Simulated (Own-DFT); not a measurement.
Al16O23 (corundum with two vacancies, atoms displaced) (calculated)

A calculation, not a measurement: plane-wave PBE density functional theory by an unreviewed code, no spin, of a simulated periodic cell, stress positive in tension, free energy of the whole cell less one offset for each atom, defect cell not probed for a lower state with spin; oxygen file: force components 24 meV/angstrom off all-electron in one glass; forces on such cells passed a denser k mesh, this cell's mesh not checked; offsets are fitted by least squares, one for each functional and potential file, so energies compare only between cells with the same atoms and settings and are not formation energies; the far tail of each file's local potential was reset to the Coulomb form; each entry is a single point on an unrelaxed cell, so the pressure reflects the starting lattice, mostly measured values, from which strain is counted, and rises with the displacements; printed positions are rounded, which can move forces by about a meV/angstrom; the program is a retired in-house code; no spin-orbit coupling; before rounding, a Quantum ESPRESSO 7.3.1 run of the same cell and cutoff gave forces within 1 meV/angstrom rms on each cell, which checks the program and not the settings. Program: Own-DFT development build.

Common to all runs: functional PBE; potential files PseudoDojo norm-conserving, scalar-relativistic, standard set; wave cutoff 72 hartree; occupations Fermi-Dirac; smearing width 0.1 eV; k mesh 3 x 3 x 3 centred on Gamma.

(1) Al16O23 (corundum with two vacancies, atoms displaced)

```cif
# cell vector a (Å): 5.4940 0.0000 8.6604
# cell vector b (Å): -2.7470 4.7579 8.6604
# cell vector c (Å): -2.7470 -4.7579 8.6604
data_Al16O23
_symmetry_space_group_name_H-M 'P 1'
_symmetry_Int_Tables_number 1
_cell_length_a 10.2561
_cell_length_b 10.2560
_cell_length_c 10.2560
_cell_angle_alpha 55.280
_cell_angle_beta 55.280
_cell_angle_gamma 55.280
_cell_volume 679.15
loop_
_atom_site_label
_atom_site_type_symbol
_atom_site_fract_x
_atom_site_fract_y
_atom_site_fract_z
_atom_site_occupancy
Al1 Al 0.17813 0.18447 0.16259 1
Al2 Al 0.33277 0.33462 0.31764 1
Al3 Al 0.43000 0.42875 0.43239 1
Al4 Al 0.07966 0.06945 0.06873 1
O1 O 0.27506 0.47876 0.11808 1
O2 O 0.46275 0.13230 0.27358 1
O3 O 0.11602 0.28758 0.47536 1
O4 O 0.03092 0.37322 0.21491 1
O5 O 0.38134 0.22642 0.01395 1
Al5 Al 0.18231 0.17077 0.67616 1
Al6 Al 0.32527 0.32307 0.82169 1
Al7 Al 0.42602 0.41746 0.92966 1
Al8 Al 0.07123 0.08546 0.57221 1
O6 O 0.27698 0.47411 0.63100 1
O7 O 0.47435 0.11814 0.77820 1
O8 O 0.13012 0.28418 0.95815 1
O9 O 0.21337 0.03964 0.87316 1
O10 O 0.01889 0.37192 0.72745 1
O11 O 0.37804 0.22517 0.52770 1
Al9 Al 0.18288 0.67344 0.17502 1
Al10 Al 0.31911 0.82793 0.32616 1
Al11 Al 0.43639 0.92055 0.42481 1
Al12 Al 0.06739 0.57168 0.08905 1
O12 O 0.27678 0.96948 0.13024 1
O13 O 0.47514 0.61555 0.28387 1
O14 O 0.12659 0.77472 0.46622 1
O15 O 0.22107 0.54442 0.36699 1
O16 O 0.02091 0.86902 0.23337 1
O17 O 0.36656 0.73163 0.02905 1
Al13 Al 0.17640 0.68022 0.66937 1
Al14 Al 0.31095 0.82212 0.83301 1
Al15 Al 0.42685 0.92077 0.91965 1
Al16 Al 0.07816 0.57841 0.57031 1
O18 O 0.27673 0.97614 0.61758 1
O19 O 0.46891 0.62948 0.77849 1
O20 O 0.12228 0.78819 0.96816 1
O21 O 0.22890 0.51828 0.86989 1
O22 O 0.02345 0.87518 0.73354 1
O23 O 0.37911 0.72702 0.52443 1
Al17 Al 0.68296 0.17413 0.17671 1
Al18 Al 0.81423 0.31861 0.32904 1
Al19 Al 0.91350 0.43367 0.42392 1
Al20 Al 0.56304 0.06617 0.07891 1
O24 O 0.76796 0.48892 0.12057 1
O25 O 0.96724 0.13267 0.27643 1
O26 O 0.62564 0.27679 0.47816 1
O27 O 0.72000 0.03004 0.38051 1
O28 O 0.53299 0.37757 0.22151 1
O29 O 0.87407 0.22064 0.03089 1
Al21 Al 0.67198 0.17226 0.67086 1
Al22 Al 0.82594 0.32551 0.82658 1
Al23 Al 0.92149 0.43173 0.91745 1
Al24 Al 0.57962 0.06596 0.56914 1
O30 O 0.76597 0.46669 0.64257 1
O31 O 0.96523 0.12369 0.78930 1
O32 O 0.63237 0.27183 0.98013 1
O33 O 0.72409 0.01996 0.88439 1
O34 O 0.52462 0.38022 0.71554 1
O35 O 0.87813 0.21815 0.53218 1
Al25 Al 0.66622 0.68378 0.17648 1
Al26 Al 0.82162 0.81380 0.32612 1
Al27 Al 0.92130 0.93007 0.42213 1
Al28 Al 0.57313 0.56614 0.06989 1
O36 O 0.77653 0.97666 0.12300 1
O37 O 0.97383 0.62913 0.28223 1
O38 O 0.62046 0.77634 0.47587 1
O39 O 0.72120 0.53420 0.37646 1
O40 O 0.88444 0.72119 0.01872 1
Al29 Al 0.67745 0.67626 0.67939 1
Al30 Al 0.81998 0.83238 0.81624 1
Al31 Al 0.92237 0.93172 0.93632 1
Al32 Al 0.57423 0.58422 0.56631 1
O41 O 0.78178 0.97036 0.61045 1
O42 O 0.97426 0.62729 0.76349 1
O43 O 0.62422 0.78980 0.97089 1
O44 O 0.70912 0.53833 0.87802 1
O45 O 0.52621 0.87869 0.73180 1
O46 O 0.86863 0.73406 0.52752 1
```

* free energy of cell above offsets: -49.708 eV
* pressure: 8.87 GPa
* stress xx: -9.56 GPa
* stress yy: -9.3 GPa
* stress zz: -7.75 GPa
* stress yz: 0.21 GPa
* stress xz: 0.03 GPa
* stress xy: -1.39 GPa

Force:
```csv
element,x (eV/Å),y (eV/Å),z (eV/Å)
Al,-0.126,-1.569,0.065
Al,-0.88,-1.149,-1.547
Al,-0.46,-0.618,-0.643
Al,-1.735,-0.549,0.893
O,-0.027,-0.961,1.207
O,0.224,-0.615,0.835
O,0.714,0.488,0.396
O,-1.448,-0.068,0.893
O,-0.459,-1.515,-0.209
Al,-1.114,1.408,-0.708
Al,0.45,0.527,0.462
Al,0.86,1.786,0.273
Al,0.898,-1.088,-0.694
O,0.995,1.304,-1.756
O,-0.221,0.753,0.446
O,-0.957,-1.434,-0.607
O,1.703,-0.989,-0.345
O,0.738,1.413,1.067
O,-0.191,0.355,-0.324
Al,-1.816,0.929,-0.322
Al,0.25,0.434,0.696
Al,-2.209,1.829,-1.372
Al,1.218,2.219,-1.73
O,0.339,1.269,-1.08
O,-0.983,1.693,0.931
O,-0.27,0.412,1.285
O,1.147,-2.041,-0.209
O,0.852,1.915,0.16
O,1.072,-0.539,0.002
Al,-0.917,-1.061,1.332
Al,1.931,1.494,-0.109
Al,-0.901,-0.285,2.604
Al,-0.598,-0.303,-1.022
O,-0.035,-0.763,1.308
O,-0.427,-0.201,0.115
O,-0.682,-1.953,0.024
O,-1.79,0.46,1.385
O,1.441,1.46,-1.036
O,-0.566,-0.016,-0.963
Al,-0.348,-0.087,-1.464
Al,1.36,1.912,1.376
Al,0.98,-1.889,1.006
Al,0.74,-0.695,0.777
O,1.508,-1.354,-0.616
O,0.783,-0.351,-0.936
O,-0.413,0.548,-1.06
O,0.54,1.548,-1.945
O,-0.287,-1.171,-0.961
O,0.231,0.384,1.058
Al,-0.436,-0.876,2.58
Al,-0.118,-0.889,-1.685
Al,0.17,-0.658,1.833
Al,-1.923,-0.383,1.021
O,0.893,2.283,-0.342
O,1.043,1.109,0.328
O,-1.331,1.167,-0.871
O,-0.533,1.832,-1.156
O,1.145,-0.232,0.162
O,-1.371,1.011,-1.204
Al,0.852,1.01,0.448
Al,-0.69,1.521,1.713
Al,1.804,0.439,0.019
Al,-1.598,0.46,2.747
O,-0.864,-2.312,1.016
O,0.88,-1.061,-1.958
O,1.215,0.409,1.351
O,0.566,0.234,-0.691
O,-1.086,-1.577,0.344
Al,-0.674,0.167,-0.611
Al,0.935,-1.049,1.298
Al,0.81,0.563,-2.597
Al,-0.763,-2.976,-0.228
O,-1.726,-1.225,2.326
O,-1.32,-0.479,0.68
O,-0.534,-0.339,-1.387
O,1.919,-0.201,-0.146
O,1.327,0.288,-2.55
O,0.293,-1.516,-1.379
```

(2) Al16O23 (corundum with two vacancies, atoms displaced)

```cif
# cell vector a (Å): 5.4940 0.0000 8.6604
# cell vector b (Å): -2.7470 4.7579 8.6604
# cell vector c (Å): -2.7470 -4.7579 8.6604
data_Al16O23
_symmetry_space_group_name_H-M 'P 1'
_symmetry_Int_Tables_number 1
_cell_length_a 10.2561
_cell_length_b 10.2560
_cell_length_c 10.2560
_cell_angle_alpha 55.280
_cell_angle_beta 55.280
_cell_angle_gamma 55.280
_cell_volume 679.15
loop_
_atom_site_label
_atom_site_type_symbol
_atom_site_fract_x
_atom_site_fract_y
_atom_site_fract_z
_atom_site_occupancy
Al1 Al 0.18510 0.17827 0.16637 1
Al2 Al 0.32074 0.31944 0.31706 1
Al3 Al 0.42560 0.43029 0.41826 1
Al4 Al 0.06995 0.08093 0.07241 1
O1 O 0.28530 0.47594 0.11639 1
O2 O 0.49003 0.11795 0.26764 1
O3 O 0.12850 0.28519 0.45306 1
O4 O 0.20898 0.03420 0.37630 1
O5 O 0.38050 0.21857 0.03446 1
Al5 Al 0.17016 0.18804 0.67260 1
Al6 Al 0.32455 0.32165 0.82465 1
Al7 Al 0.42665 0.42783 0.93509 1
Al8 Al 0.07819 0.07321 0.56544 1
O6 O 0.28290 0.47140 0.62487 1
O7 O 0.48355 0.11858 0.76813 1
O8 O 0.12729 0.28053 0.96995 1
O9 O 0.21332 0.02526 0.88335 1
O10 O 0.03572 0.37708 0.71620 1
O11 O 0.37464 0.22961 0.53451 1
Al9 Al 0.17202 0.67968 0.17536 1
Al10 Al 0.31676 0.83500 0.32881 1
Al11 Al 0.42195 0.93623 0.42052 1
Al12 Al 0.07641 0.58414 0.07247 1
O12 O 0.27879 0.97526 0.11774 1
O13 O 0.47528 0.62619 0.27603 1
O14 O 0.13368 0.77465 0.47138 1
O15 O 0.21288 0.53090 0.38180 1
O16 O 0.03237 0.86830 0.22434 1
O17 O 0.37592 0.72112 0.02529 1
Al13 Al 0.16624 0.66256 0.68753 1
Al14 Al 0.32785 0.81717 0.82587 1
Al15 Al 0.42959 0.91882 0.92559 1
Al16 Al 0.07599 0.56321 0.57878 1
O18 O 0.27576 0.97015 0.62760 1
O19 O 0.47246 0.61937 0.77696 1
O20 O 0.12158 0.77621 0.98916 1
O21 O 0.20896 0.52226 0.88746 1
O22 O 0.01955 0.87804 0.72568 1
O23 O 0.37615 0.71906 0.52149 1
Al17 Al 0.66240 0.18556 0.17295 1
Al18 Al 0.82875 0.33120 0.31693 1
Al19 Al 0.92090 0.44010 0.41900 1
Al20 Al 0.58332 0.07097 0.05546 1
O24 O 0.77457 0.47797 0.11832 1
O25 O 0.98332 0.12257 0.27852 1
O26 O 0.62435 0.27352 0.47711 1
O27 O 0.72814 0.02741 0.37076 1
O28 O 0.53161 0.38454 0.21272 1
O29 O 0.86812 0.21425 0.02439 1
Al21 Al 0.67222 0.17670 0.67768 1
Al22 Al 0.83465 0.31838 0.82581 1
Al23 Al 0.92623 0.42137 0.92231 1
Al24 Al 0.57891 0.06499 0.57769 1
O30 O 0.77422 0.47774 0.62079 1
O31 O 0.98521 0.11573 0.77558 1
O32 O 0.62590 0.27234 0.97246 1
O33 O 0.71388 0.03827 0.87723 1
O34 O 0.52848 0.37023 0.72329 1
O35 O 0.87352 0.22919 0.52217 1
Al25 Al 0.69153 0.67341 0.16823 1
Al26 Al 0.83097 0.82389 0.31585 1
Al27 Al 0.92233 0.93462 0.41630 1
Al28 Al 0.56870 0.57251 0.07941 1
O36 O 0.78845 0.96770 0.11077 1
O37 O 0.98023 0.62153 0.27217 1
O38 O 0.63074 0.78464 0.46622 1
O39 O 0.53123 0.87333 0.23109 1
O40 O 0.87801 0.72004 0.02881 1
Al29 Al 0.67093 0.67880 0.67945 1
Al30 Al 0.82983 0.82791 0.81540 1
Al31 Al 0.93444 0.94119 0.91487 1
Al32 Al 0.57803 0.57404 0.57951 1
O41 O 0.78575 0.97407 0.62098 1
O42 O 0.97221 0.62403 0.78381 1
O43 O 0.62579 0.77725 0.97593 1
O44 O 0.72408 0.51966 0.87845 1
O45 O 0.52790 0.87100 0.72915 1
O46 O 0.88065 0.72971 0.51754 1
```

- free energy of cell above offsets: -49.214 eV
- pressure: 9.14 GPa
- stress xx: -9.94 GPa
- stress yy: -8.92 GPa
- stress zz: -8.56 GPa
- stress yz: -1.04 GPa
- stress xz: 1.17 GPa
- stress xy: -1.91 GPa

Force:
```csv
element,x (eV/Å),y (eV/Å),z (eV/Å)
Al,-1.783,-0.081,0.134
Al,0.481,0.516,1.679
Al,-0.063,-0.712,1.32
Al,0.755,-1.351,-0.034
O,-1.098,-1.152,1.03
O,-3.011,-0.111,0.362
O,-0.911,-1.804,0.313
O,2.04,0.295,0.68
O,-0.287,0.814,-0.925
Al,2.879,-1.552,-0.252
Al,1.1,0.565,0.516
Al,1.753,0.243,-2.64
Al,-1.76,-0.278,-0.077
O,-0.53,-0.556,-0.7
O,-2.008,-1.284,0.437
O,-0.478,0.014,-1.361
O,0.836,1.363,-0.219
O,-1.46,-1.752,-1.095
O,0.29,-0.19,-2.271
Al,0.686,-1.118,1.679
Al,1.995,-0.89,-1.173
Al,1.591,-1.512,-0.26
Al,-0.356,-1.12,-2.371
O,0.085,-0.485,0.875
O,-0.334,0.069,-0.383
O,-1.703,-0.082,-1.029
O,1.785,0.538,-1.018
O,-0.75,1.532,0.704
O,0.178,-0.336,-0.041
Al,1.46,2.03,1.563
Al,-1.294,0.535,0.019
Al,-0.845,0.136,1.082
Al,-0.506,3.57,1.819
O,0.606,0.662,0.095
O,-0.713,0.594,1.174
O,1.185,2.497,-1.332
O,1.221,0.74,0.761
O,0.964,0.204,0.793
O,-0.66,-0.841,1.738
Al,1.708,-0.895,0.604
Al,-0.272,-0.487,0.387
Al,0.276,-0.673,-2.18
Al,-2.721,-3.107,2.481
O,1.386,-1.062,-0.186
O,-0.75,0.916,-1.388
O,0.699,1.586,-0.015
O,-0.88,0.821,-0.376
O,-0.589,-2.308,-1.708
O,1.067,0.089,2.5
Al,0.829,1.13,-0.086
Al,-1.538,0.656,-2.409
Al,-1.253,0.077,2.182
Al,-0.223,1.578,0.554
O,0.892,-1.262,1.519
O,-0.999,3.738,1.489
O,0.298,1.271,0.763
O,4.207,1.66,-2.366
O,-0.911,0.302,0.834
O,0.132,-0.875,0.693
Al,-2.045,-1.349,-0.153
Al,-0.609,0.406,-0.151
Al,1.259,-1.575,1.162
Al,0.378,1.635,1.884
O,-1.177,-0.886,1.284
O,-1.035,0.017,0.915
O,-0.923,-0.833,-0.175
O,0.145,1.223,-1.036
O,0.545,1.178,0.329
Al,1.815,0.602,0.258
Al,-1.173,-1.062,0.269
Al,0.148,-3.337,-2.374
Al,-0.131,1.293,-2.846
O,0.01,-0.153,-0.771
O,0.037,-0.282,-1.835
O,0.427,1.072,-0.223
O,0.031,1.077,-0.284
O,0.336,0.277,-0.748
O,-0.734,-2.169,-0.388
```

(3) Al16O23 (corundum with two vacancies, atoms displaced)

```cif
# cell vector a (Å): 5.4940 0.0000 8.6604
# cell vector b (Å): -2.7470 4.7579 8.6604
# cell vector c (Å): -2.7470 -4.7579 8.6604
data_Al16O23
_symmetry_space_group_name_H-M 'P 1'
_symmetry_Int_Tables_number 1
_cell_length_a 10.2561
_cell_length_b 10.2560
_cell_length_c 10.2560
_cell_angle_alpha 55.280
_cell_angle_beta 55.280
_cell_angle_gamma 55.280
_cell_volume 679.15
loop_
_atom_site_label
_atom_site_type_symbol
_atom_site_fract_x
_atom_site_fract_y
_atom_site_fract_z
_atom_site_occupancy
Al1 Al 0.17914 0.17944 0.16912 1
Al2 Al 0.32279 0.32786 0.31412 1
Al3 Al 0.42304 0.43015 0.43141 1
Al4 Al 0.08252 0.06418 0.07761 1
O1 O 0.28452 0.47381 0.11962 1
O2 O 0.45936 0.12365 0.28437 1
O3 O 0.12172 0.27732 0.47492 1
O4 O 0.22473 0.02436 0.37441 1
O5 O 0.02448 0.37233 0.21991 1
O6 O 0.37689 0.22077 0.02459 1
Al5 Al 0.16848 0.18381 0.67551 1
Al6 Al 0.32200 0.32184 0.83370 1
Al7 Al 0.41853 0.43809 0.91237 1
Al8 Al 0.06677 0.07481 0.57217 1
O7 O 0.26772 0.48189 0.62899 1
O8 O 0.47971 0.11766 0.77753 1
O9 O 0.14012 0.26947 0.98092 1
O10 O 0.21254 0.02864 0.87187 1
O11 O 0.37137 0.22880 0.53018 1
Al9 Al 0.17722 0.68296 0.17257 1
Al10 Al 0.32730 0.81659 0.32440 1
Al11 Al 0.42860 0.91658 0.42077 1
Al12 Al 0.07850 0.56835 0.07477 1
O12 O 0.27820 0.97282 0.12406 1
O13 O 0.47851 0.62645 0.26734 1
O14 O 0.12579 0.77931 0.46892 1
O15 O 0.22203 0.53119 0.37658 1
O16 O 0.02121 0.87607 0.22839 1
O17 O 0.37885 0.71856 0.04044 1
Al13 Al 0.18491 0.66575 0.67240 1
Al14 Al 0.32587 0.82420 0.82405 1
Al15 Al 0.41851 0.93001 0.92467 1
Al16 Al 0.07716 0.57674 0.57533 1
O18 O 0.27126 0.96952 0.63099 1
O19 O 0.47562 0.63031 0.76999 1
O20 O 0.12908 0.77711 0.97177 1
O21 O 0.22239 0.52659 0.88251 1
O22 O 0.01434 0.88640 0.72250 1
O23 O 0.37695 0.71908 0.52693 1
Al17 Al 0.67238 0.17378 0.18336 1
Al18 Al 0.81719 0.31842 0.32826 1
Al19 Al 0.92934 0.44085 0.42500 1
Al20 Al 0.56936 0.07143 0.07214 1
O24 O 0.79329 0.46483 0.11315 1
O25 O 0.96386 0.12631 0.28157 1
O26 O 0.62798 0.28585 0.46585 1
O27 O 0.71429 0.02917 0.38441 1
O28 O 0.52531 0.37300 0.22062 1
O29 O 0.87327 0.22259 0.03902 1
Al21 Al 0.67431 0.17524 0.67743 1
Al22 Al 0.82708 0.32339 0.82349 1
Al23 Al 0.92836 0.42290 0.91589 1
Al24 Al 0.57127 0.07798 0.57140 1
O30 O 0.77698 0.46806 0.63049 1
O31 O 0.98495 0.12398 0.76035 1
O32 O 0.63248 0.26787 0.96936 1
O33 O 0.71442 0.03044 0.87714 1
O34 O 0.53031 0.38260 0.71689 1
O35 O 0.87956 0.22024 0.52222 1
Al25 Al 0.66726 0.67969 0.18741 1
Al26 Al 0.81886 0.81500 0.32577 1
Al27 Al 0.92669 0.92237 0.42288 1
Al28 Al 0.56411 0.58095 0.07474 1
O36 O 0.77744 0.97275 0.12669 1
O37 O 0.97162 0.63120 0.27424 1
O38 O 0.63162 0.78057 0.46272 1
O39 O 0.71374 0.52041 0.38424 1
O40 O 0.51254 0.88334 0.23304 1
O41 O 0.88649 0.70741 0.01908 1
Al29 Al 0.67008 0.67961 0.68283 1
Al30 Al 0.82795 0.81967 0.82783 1
Al31 Al 0.93533 0.91878 0.91893 1
Al32 Al 0.56873 0.56751 0.58138 1
O42 O 0.76978 0.97834 0.63403 1
O43 O 0.97019 0.62208 0.77990 1
O44 O 0.62787 0.77988 0.96059 1
O45 O 0.52909 0.87436 0.72398 1
O46 O 0.86345 0.72719 0.52717 1
```

- stress zz: withheld

**Q.** What stress zz does the calculation give for Al16O23 (corundum with two vacancies, atoms displaced) (entry 3)?
**A.** -8.02 GPa

Further results for Al16O23 (corundum with two vacancies, atoms displaced) (entry 3):

- free energy of cell above offsets: -49.520 eV
- pressure: 8.87 GPa
- stress xx: -9.6 GPa
- stress yy: -8.99 GPa
- stress yz: -0.62 GPa
- stress xz: -0.47 GPa
- stress xy: -0.66 GPa

Force:
```csv
element,x (eV/Å),y (eV/Å),z (eV/Å)
Al,-1.307,-2.171,0.798
Al,0.036,-1.613,0.797
Al,0.942,-0.108,-1.4
Al,-2.056,0.907,-0.137
O,-0.709,0.62,-0.557
O,0.915,0.617,0.537
O,0.528,1.772,0.647
O,-0.684,0.13,-0.685
O,0.015,0.676,1.875
O,0.108,0.356,0.597
Al,0.65,0.488,-0.348
Al,1.521,0.297,-1.025
Al,1.632,-2.375,2.547
Al,1.179,0.798,0.726
O,2.223,-1.254,0.072
O,-2.184,1.245,0.377
O,-1.241,1.74,-3.136
O,0.323,-1.309,1.911
O,-0.067,-0.174,0.081
Al,-0.354,-0.776,-0.111
Al,-1.488,1.258,-0.037
Al,-2.686,-0.203,3.036
Al,-1.028,-0.736,-0.192
O,0.482,-0.725,-0.312
O,-1.096,-1.07,0.787
O,0.025,-0.497,0.033
O,-0.091,0.477,-0.326
O,1.23,0.236,-0.369
O,-2.41,2.267,-2.312
Al,-2.696,0.872,1.437
Al,-0.145,1.389,-0.715
Al,1.583,0.066,0.904
Al,-1.375,-0.274,-1.994
O,1.73,0.258,-0.335
O,-0.873,-0.626,-0.345
O,0.02,-0.421,-0.092
O,0.679,1.685,-1.407
O,2.217,-1.379,-0.948
O,-0.102,-0.622,-0.476
Al,0.559,0.353,-0.569
Al,2.107,1.716,1.533
Al,0.135,-2.164,-2.424
Al,0.125,0.728,2.093
O,-2.13,-0.202,0.297
O,1.499,-0.575,-0.315
O,-2.426,-1.336,-1.366
O,0.695,0.8,-0.709
O,-0.515,0.372,0.683
O,1.128,0.226,-1.02
Al,1.107,0.118,0.314
Al,-0.382,-0.609,-0.332
Al,-0.699,-0.886,0.425
Al,-0.088,-0.72,0.558
O,0.139,0.995,-0.198
O,-2.975,-1.393,0.769
O,-1.131,0.805,0.205
O,0.539,-0.876,0.475
O,-0.735,-2.258,-1.842
O,-1.488,-0.033,-0.285
Al,2.378,0.412,-0.888
Al,-0.138,1.849,2.184
Al,-1.937,0.128,0.722
Al,4.3,-1.08,0.895
O,0.755,-0.328,-0.855
O,1.14,-0.29,-0.594
O,-1.922,-1.583,-1.714
O,0.018,1.465,0.806
O,3.526,0.225,-2.179
O,-1.743,-0.073,1.496
Al,1.371,-1.01,0.111
Al,-0.845,0.802,-1.277
Al,-1.587,0.569,1.038
Al,1.597,2.367,1.648
O,1.989,0.36,-1.348
O,0.752,0.798,0.233
O,-0.954,-1.034,0.717
O,-1.165,0.153,-0.427
O,1.549,-0.611,1.237
```
